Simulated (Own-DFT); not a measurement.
Simulation results for SiC (4H silicon carbide, strained, atoms displaced)

Computed with Own-DFT development build. A calculation, not a measurement: plane-wave PBE density functional theory by an unreviewed code, no spin, of a simulated periodic cell, stress positive in tension, free energy of the whole cell less one offset for each atom, forces on such cells passed a denser k mesh, this cell's mesh not checked; offsets are fitted by least squares, one for each functional and potential file, so energies compare only between cells with the same atoms and settings and are not formation energies; the far tail of each file's local potential was reset to the Coulomb form; each entry is a single point on an unrelaxed cell, so the pressure reflects the starting lattice, mostly measured values (interpolated for alloys), from which strain is counted, and rises with the displacements; printed positions are rounded, which can move forces by about a meV/angstrom; the program, named Own-DFT, is a retired in-house code; no spin-orbit coupling.

Common to all runs: functional PBE; potential files PseudoDojo norm-conserving, scalar-relativistic, standard set; wave cutoff 42 hartree; occupations Fermi-Dirac; smearing width 0.1 eV; hardware one NVIDIA H100; k mesh 5 x 5 x 3 centred on Gamma.

(1) SiC (4H silicon carbide, strained, atoms displaced)

```
cell vectors (Å)
   6.1289     0.0558    -0.0416
  -3.0162     5.3426    -0.0449
  -0.0679    -0.1240    10.0702
atoms (fractions of the cell vectors)
Si  0.00726  0.99392  0.40277
Si  0.16291  0.33203  0.15626
C   0.00116  0.00670  0.10280
C   0.16109  0.33315  0.34097
Si  0.00448  0.51317  0.40251
Si  0.16561  0.81783  0.15294
C   0.00341  0.49164  0.09141
C   0.16671  0.84406  0.34492
Si  0.48975  0.99748  0.39908
Si  0.66416  0.32252  0.16194
C   0.49146  0.00201  0.08617
C   0.66345  0.33952  0.34287
Si  0.49606  0.49820  0.40689
Si  0.65530  0.83710  0.16820
C   0.50006  0.50809  0.10013
C   0.67740  0.83374  0.34453
Si  0.99708  0.99774  0.90876
Si  0.81889  0.67003  0.65218
C   0.99745  0.01120  0.59199
C   0.83588  0.67659  0.84932
Si  0.99689  0.51932  0.89542
Si  0.83299  0.18917  0.65693
C   0.00907  0.50145  0.59497
C   0.84352  0.17964  0.84913
Si  0.49262  0.99386  0.90951
Si  0.31912  0.64696  0.65694
C   0.49975  0.98485  0.58967
C   0.33132  0.66346  0.83924
Si  0.50088  0.49928  0.90585
Si  0.35211  0.16982  0.65891
C   0.50380  0.49328  0.59377
C   0.33923  0.16884  0.84636
```

- free energy of cell above offsets: -2.714 eV
- pressure: 4.77 GPa
- stress xx: -6.93 GPa
- stress yy: -2.23 GPa
- stress zz: -5.15 GPa
- stress yz: -4.85 GPa
- stress xz: -2.98 GPa
- stress xy: 3.69 GPa
- wall time: 119.2 s

Force:
```csv
element,x (eV/Å),y (eV/Å),z (eV/Å)
Si,-2.924,2.672,1.706
Si,1.423,0.347,-0.159
C,-0.044,-1.893,-1.325
C,0.312,0.294,0.981
Si,0.222,-1.388,0.78
Si,-1.638,1.428,0.103
C,-1.777,0.553,-0.353
C,1.984,-2.24,-1.628
Si,2.247,0.894,1.966
Si,-0.801,1.938,-2.201
C,0.58,-0.836,3.084
C,0.966,-0.981,0.929
Si,-0.588,0.385,-0.568
Si,1.695,-0.267,-3.237
C,0.448,-0.717,-0.905
C,-1.855,-0.352,1.443
Si,0.02,2.09,0.81
Si,2.499,1.985,0.839
C,1.084,-0.455,0.394
C,-2.037,-0.143,-2.059
Si,2.749,-2.447,2.512
Si,1.257,-3.125,0.075
C,-2.981,0.618,-1.367
C,-1.363,-0.678,-0.967
Si,1.404,0.894,-2.176
Si,1.878,2.503,-0.331
C,-0.668,0.811,0.285
C,-0.18,0.369,0.949
Si,-0.378,0.266,1.574
Si,-1.747,-1.707,-0.687
C,-1.273,-0.431,-0.319
C,-0.515,-0.387,-0.148
```

(2) SiC (4H silicon carbide, strained, atoms displaced)

```
cell vectors (Å)
   6.1375     0.0008    -0.0962
  -3.0680     5.3684     0.0715
  -0.1571     0.0442    10.1921
atoms (fractions of the cell vectors)
Si  0.99613  0.99771  0.40897
Si  0.15621  0.32029  0.16188
C   0.98871  0.99194  0.09244
C   0.18634  0.33453  0.34130
Si  0.01498  0.51952  0.40437
Si  0.16557  0.83824  0.15080
C   0.01298  0.50561  0.08822
C   0.16314  0.83373  0.34495
Si  0.49768  0.99178  0.40566
Si  0.67667  0.33633  0.14984
C   0.49837  0.98952  0.09444
C   0.67242  0.33674  0.33982
Si  0.49746  0.50351  0.40350
Si  0.66892  0.83076  0.15171
C   0.50174  0.50412  0.09031
C   0.65197  0.82881  0.34819
Si  0.99680  0.99926  0.90016
Si  0.83994  0.66746  0.66092
C   0.98645  0.98463  0.59558
C   0.82327  0.66639  0.85313
Si  0.99511  0.48913  0.90412
Si  0.83682  0.16618  0.66284
C   0.01579  0.49124  0.58870
C   0.84338  0.17093  0.83991
Si  0.50624  0.00361  0.90496
Si  0.32910  0.66175  0.65211
C   0.49182  0.99536  0.59515
C   0.34006  0.68281  0.84699
Si  0.50840  0.51162  0.91373
Si  0.33724  0.16055  0.65914
C   0.50635  0.50232  0.59412
C   0.34060  0.18226  0.84772
```

* free energy of cell above offsets: -3.494 eV
* pressure: 1.75 GPa
* stress xx: -4.58 GPa
* stress yy: -2.29 GPa
* stress zz: 1.62 GPa
* stress yz: 1.19 GPa
* stress xz: -5.12 GPa
* stress xy: -0.29 GPa
* wall time: 113.3 s

Force:
```csv
element,x (eV/Å),y (eV/Å),z (eV/Å)
Si,-0.196,0.128,-0.111
Si,1.079,1.22,-1.716
C,0.63,1.197,-0.595
C,-3.2,-1.078,0.752
Si,-0.268,-3.197,-0.262
Si,0.781,-0.834,0.803
C,-0.78,-0.905,0.783
C,-0.072,1.138,-1.036
Si,-0.814,2.19,0.364
Si,-0.477,-0.289,0.933
C,-0.4,1.774,-0.823
C,0.22,-0.04,0.442
Si,2.696,-0.39,1.156
Si,-0.902,-0.805,1.653
C,0.009,-1.108,1.628
C,1.883,0.578,-1.527
Si,1.506,0.286,1.441
Si,-0.319,-1.395,-0.367
C,0.948,1.728,0.285
C,2.066,0.154,-1.872
Si,0.69,2.329,0.456
Si,-0.283,-0.601,-2.822
C,-2.588,-0.062,0.814
C,-1.257,-0.245,1.114
Si,-0.817,0.377,0.531
Si,1.992,0.806,1.656
C,1.101,0.318,-0.316
C,-0.277,-1.725,-1.184
Si,-1.803,-0.796,-1.426
Si,-1.209,1.064,-0.329
C,-0.084,-0.801,-0.145
C,0.143,-1.016,-0.282
```

(3) SiC (4H silicon carbide, strained, atoms displaced)

```
cell vectors (Å)
   6.1010    -0.0758     0.0661
  -3.1162     5.3921     0.0655
   0.1080     0.1858    10.2141
atoms (fractions of the cell vectors)
Si  0.99558  0.98934  0.40499
Si  0.16608  0.32351  0.15873
C   0.99476  0.99569  0.09933
C   0.17550  0.34125  0.33564
Si  0.99403  0.50511  0.40293
Si  0.18027  0.85395  0.15915
C   0.01325  0.51215  0.09075
C   0.17541  0.83914  0.34374
Si  0.48954  0.99721  0.40978
Si  0.67173  0.32991  0.15498
C   0.51063  0.00430  0.09684
C   0.66851  0.32722  0.33887
Si  0.49046  0.49803  0.40335
Si  0.66147  0.83133  0.16054
C   0.49469  0.48647  0.09514
C   0.66607  0.82133  0.34654
Si  0.01822  0.02411  0.90836
Si  0.82964  0.66693  0.66163
C   0.99599  0.98134  0.59914
C   0.83129  0.65990  0.84862
Si  0.99859  0.49820  0.90451
Si  0.83376  0.16947  0.66626
C   0.98882  0.48276  0.59065
C   0.83827  0.16563  0.84028
Si  0.48798  0.00272  0.89740
Si  0.34981  0.67989  0.66289
C   0.49902  0.99942  0.59065
C   0.31250  0.65855  0.84900
Si  0.51408  0.50727  0.90690
Si  0.34450  0.17381  0.66866
C   0.50302  0.49809  0.60472
C   0.33692  0.16183  0.84242
```

* free energy of cell above offsets: -2.098 eV
* pressure: 4.51 GPa
* stress xx: -10.49 GPa
* stress yy: -3.34 GPa
* stress zz: 0.3 GPa
* stress yz: 7.59 GPa
* stress xz: 3.1 GPa
* stress xy: -6.97 GPa
* wall time: 119.4 s

Force:
```csv
element,x (eV/Å),y (eV/Å),z (eV/Å)
Si,0.075,1.46,1.212
Si,-1.255,1.157,-1.137
C,0.525,0.899,-1.213
C,-1.536,-1.319,2.225
Si,1.208,-1.205,0.585
Si,-0.04,-2.296,-0.616
C,-0.058,-0.615,0.633
C,-1.263,-0.58,-0.165
Si,2.116,0.603,-0.391
Si,0.212,0.918,-0.114
C,-0.39,0.208,-1.588
C,-1.059,0.363,0.954
Si,1.661,-1.07,1.318
Si,0.132,-1.329,-0.377
C,0.674,1.214,-0.713
C,-1.183,1.455,-0.172
Si,-1.445,-3.186,0.883
Si,1.691,-1.44,-0.211
C,-0.245,2.983,-0.512
C,1.103,2.25,-0.882
Si,-1.955,-1.001,1.824
Si,0.988,-1.187,-3.776
C,0.488,2.296,0.65
C,-0.788,0.281,2.079
Si,2.912,-1.758,2.858
Si,-1.647,-2.147,-1.159
C,0.184,0.782,1.898
C,4.026,2.161,-1.421
Si,-2.479,-0.911,1.387
Si,-1.067,-1.564,-3.836
C,-1.014,0.267,-1.559
C,-0.569,2.309,1.335
```

(4) SiC (4H silicon carbide, strained, atoms displaced)

```
cell vectors (Å)
   6.1428    -0.1132    -0.0977
  -3.1695     5.4188     0.0493
  -0.1595     0.0009    10.0277
atoms (fractions of the cell vectors)
Si  0.98694  0.99340  0.41044
Si  0.16501  0.34669  0.15109
C   0.01078  0.00004  0.09944
C   0.17230  0.33627  0.34360
Si  0.00197  0.50199  0.40289
Si  0.15993  0.82579  0.14932
C   0.00386  0.50638  0.08984
C   0.15346  0.81826  0.34540
Si  0.50438  0.99973  0.40162
Si  0.65475  0.33376  0.15655
C   0.50678  0.00312  0.09369
C   0.66750  0.33150  0.33880
Si  0.51189  0.51229  0.41413
Si  0.68454  0.83874  0.15821
C   0.50159  0.51281  0.09622
C   0.65245  0.82754  0.33914
Si  0.99052  0.98376  0.90194
Si  0.84541  0.66506  0.66338
C   0.99301  0.99420  0.59529
C   0.83319  0.67202  0.84902
Si  0.00009  0.50203  0.90597
Si  0.84255  0.16160  0.66908
C   0.00944  0.50759  0.59847
C   0.84815  0.17623  0.84603
Si  0.50533  0.00511  0.90858
Si  0.34407  0.68276  0.65541
C   0.50762  0.00076  0.59815
C   0.32243  0.66012  0.84014
Si  0.49533  0.50780  0.91645
Si  0.34012  0.16958  0.65974
C   0.49988  0.49809  0.58391
C   0.31217  0.14940  0.84168
```

- free energy of cell above offsets: -2.754 eV
- pressure: 5.8 GPa
- stress xx: -3.5 GPa
- stress yy: -3.49 GPa
- stress zz: -10.43 GPa
- stress yz: 0.75 GPa
- stress xz: -4.34 GPa
- stress xy: -6.85 GPa
- wall time: 124.1 s

Force:
```csv
element,x (eV/Å),y (eV/Å),z (eV/Å)
Si,1.212,0.851,-1.18
Si,1.007,-1.388,1.878
C,-0.873,1.072,-1.955
C,-0.69,-0.433,0.171
Si,0.723,-1.295,1.218
Si,1.312,1.082,2.061
C,-1.254,-0.992,-0.05
C,-0.083,2.185,-0.694
Si,-1.197,-0.038,0.774
Si,1.096,-0.002,-0.552
C,-0.111,-0.158,0.157
C,-0.807,0.168,1.314
Si,-0.345,-1.766,-4.249
Si,-1.744,0.381,-0.335
C,0.361,-0.684,0.16
C,0.951,0.624,1.224
Si,-0.285,2.467,2.222
Si,-1.213,-0.157,-1.638
C,0.72,0.248,0.795
C,-0.405,-2.667,-0.489
Si,-0.145,0.146,-0.141
Si,-0.42,1.231,-3.244
C,-0.437,-1.274,-0.573
C,-1.04,-1.238,1.701
Si,-0.454,-0.605,-0.808
Si,0.654,-2.008,-0.241
C,-0.264,1.428,-0.908
C,1.479,1.485,1.193
Si,0.016,-1.155,-2.632
Si,-0.343,-0.198,-1.67
C,0.448,0.492,5.217
C,2.133,2.197,1.272
```

(5) SiC (4H silicon carbide, strained, atoms displaced)

```
cell vectors (Å)
   6.0892     0.0876    -0.0203
  -2.9688     5.3969    -0.0202
  -0.0331    -0.0572    10.0652
atoms (fractions of the cell vectors)
Si  0.99215  0.00168  0.39976
Si  0.17378  0.33614  0.16125
C   0.01629  0.00760  0.09855
C   0.16510  0.32368  0.33261
Si  0.99854  0.50472  0.40715
Si  0.15954  0.83574  0.15522
C   1.00000  0.49615  0.09216
C   0.16185  0.83699  0.33805
Si  0.48801  0.99261  0.41164
Si  0.68085  0.35595  0.16011
C   0.51004  0.99872  0.09745
C   0.67280  0.32767  0.35206
Si  0.50917  0.50828  0.40837
Si  0.65814  0.81945  0.15299
C   0.49531  0.50079  0.10183
C   0.66322  0.81875  0.33102
Si  0.00164  0.01000  0.90724
Si  0.83673  0.66512  0.65517
C   0.99427  0.98833  0.59465
C   0.83040  0.66499  0.84184
Si  0.99618  0.48917  0.90187
Si  0.82217  0.17314  0.65764
C   0.98429  0.50022  0.58299
C   0.84169  0.16266  0.83766
Si  0.49096  0.99739  0.90582
Si  0.32823  0.66280  0.65416
C   0.51312  0.99902  0.59855
C   0.32511  0.66904  0.84450
Si  0.50282  0.51760  0.89511
Si  0.32748  0.17926  0.65800
C   0.50526  0.51586  0.59098
C   0.33212  0.16672  0.84546
```

* free energy of cell above offsets: -2.323 eV
* pressure: 4.18 GPa
* stress xx: -9.31 GPa
* stress yy: 4.35 GPa
* stress zz: -7.58 GPa
* stress yz: -1.09 GPa
* stress xz: -2.26 GPa
* stress xy: 6.02 GPa
* wall time: 125.6 s

Force:
```csv
element,x (eV/Å),y (eV/Å),z (eV/Å)
Si,0.121,-0.303,0.62
Si,-0.688,-0.281,-2.737
C,-2.742,-0.004,-1.966
C,-0.266,1.257,4.918
Si,0.938,-0.303,-2.58
Si,3.092,-0.812,-0.476
C,-0.024,0.894,-0.236
C,0.587,-0.845,1.739
Si,1.232,0.406,-1.57
Si,0.28,-2.92,0.068
C,-1.745,1.002,-1.133
C,-1.023,0.019,-0.817
Si,-0.426,-1.258,-1.677
Si,0.788,1.84,-0.428
C,0.589,-0.074,-2.772
C,-0.791,1.059,3.388
Si,1.586,-1.491,0.684
Si,-1.379,1.234,0.178
C,-0.448,1.943,-0.859
C,0.408,0.588,0.152
Si,-0.674,0.547,1.239
Si,2.781,-0.36,-1.24
C,2.433,-0.497,2.824
C,-2.438,0.789,1.106
Si,1.243,0.592,1.045
Si,-0.997,1.198,0.198
C,-3.335,-0.678,-0.735
C,-0.373,0.147,-1.042
Si,0.924,-2.221,2.605
Si,0.944,-1.245,-0.823
C,0.058,-1.644,0.815
C,-0.652,1.42,-0.488
```

(6) SiC (4H silicon carbide, strained, atoms displaced)

```
cell vectors (Å)
   6.0768     0.0193    -0.0912
  -3.0217     5.3282     0.1296
  -0.1490     0.1584    10.2441
atoms (fractions of the cell vectors)
Si  0.99893  0.99047  0.41149
Si  0.18285  0.34319  0.15762
C   0.99518  0.99692  0.09462
C   0.14609  0.32365  0.33402
Si  0.97672  0.48771  0.41367
Si  0.16357  0.82856  0.16111
C   0.00263  0.50827  0.09196
C   0.18966  0.83411  0.34482
Si  0.48996  0.99472  0.39566
Si  0.65931  0.32816  0.15523
C   0.49508  0.99742  0.10781
C   0.66507  0.32686  0.33763
Si  0.50967  0.50550  0.40194
Si  0.67204  0.83950  0.15523
C   0.50938  0.50542  0.10462
C   0.66404  0.83625  0.34784
Si  0.99410  0.00316  0.90189
Si  0.81679  0.65299  0.65384
C   0.98817  0.98755  0.58805
C   0.84989  0.67169  0.85415
Si  0.00538  0.50437  0.90354
Si  0.83218  0.16539  0.65793
C   0.00903  0.50095  0.59571
C   0.83223  0.16078  0.84953
Si  0.50145  0.00141  0.91243
Si  0.33311  0.66422  0.65972
C   0.50956  0.00807  0.59119
C   0.32487  0.66560  0.84520
Si  0.49294  0.50285  0.90289
Si  0.32033  0.17501  0.65487
C   0.50452  0.51911  0.59179
C   0.33683  0.17983  0.84988
```

- free energy of cell above offsets: -1.817 eV
- pressure: 5.3 GPa
- stress xx: -14.62 GPa
- stress yy: -5.14 GPa
- stress zz: 3.87 GPa
- stress yz: 4.53 GPa
- stress xz: -6.04 GPa
- stress xy: 0.33 GPa
- wall time: 128.2 s

Force:
```csv
element,x (eV/Å),y (eV/Å),z (eV/Å)
Si,0.004,1.013,-2.53
Si,-2.167,-1.382,-0.732
C,0.8,1.293,-0.602
C,1.356,0.521,3.37
Si,3.11,0.752,-1.884
Si,-0.724,-0.207,-0.476
C,0.467,-1.039,-0.101
C,-5.819,-2.935,-0.32
Si,3.642,1.918,3.429
Si,2.14,0.836,0.127
C,-0.107,0.324,-2.792
C,-1.16,0.75,1.208
Si,-2.106,-1.102,-0.26
Si,0.604,-0.565,1.672
C,-1.077,0.575,-2.611
C,1.407,-0.383,-1.188
Si,2.518,-0.865,2.547
Si,2.43,1.554,1.703
C,0.273,0.978,2.146
C,-3.404,0.046,-2.882
Si,0.083,-1.582,2.276
Si,-0.091,-0.423,-0.183
C,-1.612,-0.678,0.229
C,-1.799,1.512,-1.551
Si,-0.701,-0.083,0.21
Si,-0.341,2.339,-0.724
C,-1.927,-0.356,0.231
C,1.011,1.316,-0.574
Si,1.952,0.506,2.116
Si,2.129,-0.775,0.013
C,-0.708,-2.759,-0.538
C,-0.181,-1.1,-1.332
```
